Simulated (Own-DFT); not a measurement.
# What a defect does to the pressure of its cell: zincblende GaAs

Calculated, not measured: single-point runs of Own-DFT, a retired in-house plane-wave DFT program that no person has reviewed, on unrelaxed cells, without spin or spin-orbit coupling.

Common settings: PBE; PseudoDojo norm-conserving scalar-relativistic files; cutoff 42 hartree; 3 x 3 x 3 k mesh centred on Gamma; Fermi-Dirac smearing of 0.1 eV.

Limits (not all hold for every row): not probed for a lower state with spin; forces on such cells failed a check on a denser k mesh; forces not confirmed at this smearing and k mesh; forces on such cells passed a denser k mesh, each cell not checked; stress not checked against mesh or cutoff.

All runs share one cell, with vectors in Å (11.307, 0.000, 0.000); (0.000, 11.307, 0.000); (0.000, 0.000, 11.307) and a volume of 1445.4 Å³. Atoms were moved at random from their sites; u is the rms move along one axis. The defect's site can differ from row to row.

| cell | formula | u (Å) | P (GPa) |
|---|---|---|---|
| no defect | As32Ga32 | 0.0197 | 3.52 |
| no defect | As32Ga32 | 0.0199 | 3.52 |
| no defect | As32Ga32 | 0.0516 | 4.09 |
| two Ga vacancies | As32Ga30 | 0.0291 | 2.93 |
| two Ga vacancies | As32Ga30 | 0.0293 | 3.01 |
| two Ga vacancies | As32Ga30 | 0.0298 | 3.01 |
| one In on a Ga site | As32Ga31In | 0.0312 | 4.30 |
| one In on a Ga site | As32Ga31In | 0.0314 | 4.32 |
| one In on a Ga site | As32Ga31In | 0.0537 | 4.83 |
| two As on a Ga site each | As34Ga30 | 0.0278 | 4.76 |
| two As on a Ga site each | As34Ga30 | 0.0284 | 4.79 |
| two As on a Ga site each | As34Ga30 | 0.0294 | ? |
| two As on a Ga site each | As34Ga30 | 0.0322 | 4.81 |
| two As vacancies | As30Ga32 | 0.0311 | 3.20 |
| two As vacancies | As30Ga32 | 0.0312 | 3.18 |
| two As vacancies | As30Ga32 | 0.0514 | 3.44 |

## Worked fit

P = P0 + c u² + a shift for each defect gives P0 = 3.44 GPa, c = 233 ± 18 GPa/Å² and a scatter of 0.05 GPa. The shifts, and each times the cell's volume:

- two As on a Ga site each: 1.14 ± 0.04 GPa, 10.3 eV (5.2 eV for each of its 2 sites)
- one In on a Ga site: 0.67 ± 0.04 GPa, 6.0 eV
- two As vacancies: -0.52 ± 0.04 GPa, -4.7 eV (-2.4 eV for each of its 2 sites)
- two Ga vacancies: -0.66 ± 0.04 GPa, -6.0 eV (-3.0 eV for each of its 2 sites)

Positive is outwards. The product with the volume (160.2 GPa Å³ to the eV) is nearly free of the cell's size; divided by the bulk modulus at the cell's pressure it gives the volume that the defect adds. The atoms around the defects weren't relaxed, which would change these numbers.

## Withheld run

Asked: what pressure belongs in the blank (two As on a Ga site each, u = 0.0294 Å)?

From the fit: 4.78 ± 0.06 GPa. Computed: 4.79 GPa.
